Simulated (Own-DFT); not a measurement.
# Point defects and the pressure they add: D0_22 TiAl3

Source: density functional calculations with Own-DFT, an unreviewed in-house program that is no longer used. Nothing was measured or relaxed, and spin and spin-orbit coupling are left out.

Method: PBE; PseudoDojo norm-conserving scalar-relativistic files; cutoff 42 hartree; 4 x 4 x 4 k mesh centred on Gamma; cold (Marzari-Vanderbilt) smearing of 0.2 eV.

Keep in mind: forces on such cells failed a check on a denser k mesh; stress not checked against mesh or cutoff.

All runs share one cell, with vectors in Å (-2.365, -6.981, 4.326); (-7.667, 3.491, 1.442); (-2.950, -3.488, -7.241) and a volume of 625.4 Å³. u is the rms random offset of the atoms per axis. The defect's site can differ from row to row.

| cell | formula | u (Å) | P (GPa) |
|---|---|---|---|
| no defect | Al30Ti10 | 0.0179 | 1.96 |
| no defect | Al30Ti10 | 0.0211 | 1.99 |
| no defect | Al30Ti10 | 0.0480 | 2.57 |
| one Ti vacancy | Al30Ti9 | 0.0282 | 1.90 |
| one Ti vacancy | Al30Ti9 | 0.0295 | 1.82 |
| one Ti vacancy | Al30Ti9 | 0.0533 | 2.44 |
| two Al on a Ti site each | Al32Ti8 | 0.0270 | 2.85 |
| two Al on a Ti site each | Al32Ti8 | 0.0460 | 3.25 |
| two Al on a Ti site each | Al32Ti8 | 0.0505 | 3.41 |
| two Al vacancies | Al28Ti10 | 0.0316 | 1.19 |
| two Al vacancies | Al28Ti10 | 0.0483 | 1.83 |
| two Al vacancies | Al28Ti10 | 0.0498 | 1.70 |
| two Ti on an Al site each | Al28Ti12 | 0.0284 | 3.30 |
| two Ti on an Al site each | Al28Ti12 | 0.0306 | ? |
| two Ti on an Al site each | Al28Ti12 | 0.0467 | 3.58 |
| two Ti on an Al site each | Al28Ti12 | 0.0485 | 3.57 |

## Working it out

P = P0 + c u² + a shift for each defect gives P0 = 1.87 GPa, c = 295 ± 25 GPa/Å² and a scatter of 0.08 GPa. The shifts, and each times the cell's volume:

- two Ti on an Al site each: 1.08 ± 0.07 GPa, 4.2 eV (2.1 eV for each of its 2 sites)
- two Al on a Ti site each: 0.77 ± 0.07 GPa, 3.0 eV (1.5 eV for each of its 2 sites)
- one Ti vacancy: -0.26 ± 0.07 GPa, -1.0 eV
- two Al vacancies: -0.87 ± 0.07 GPa, -3.4 eV (-1.7 eV for each of its 2 sites)

Positive is outwards. The product with the volume (160.2 GPa Å³ to the eV) is nearly free of the cell's size; divided by the bulk modulus at the cell's pressure it gives the volume that the defect adds. The atoms around the defects weren't relaxed, which would change these numbers.

## Test on the hidden row

Q: what pressure belongs in the blank (two Ti on an Al site each, u = 0.0306 Å)?

From the fit: 3.23 ± 0.09 GPa. Computed: 3.45 GPa.
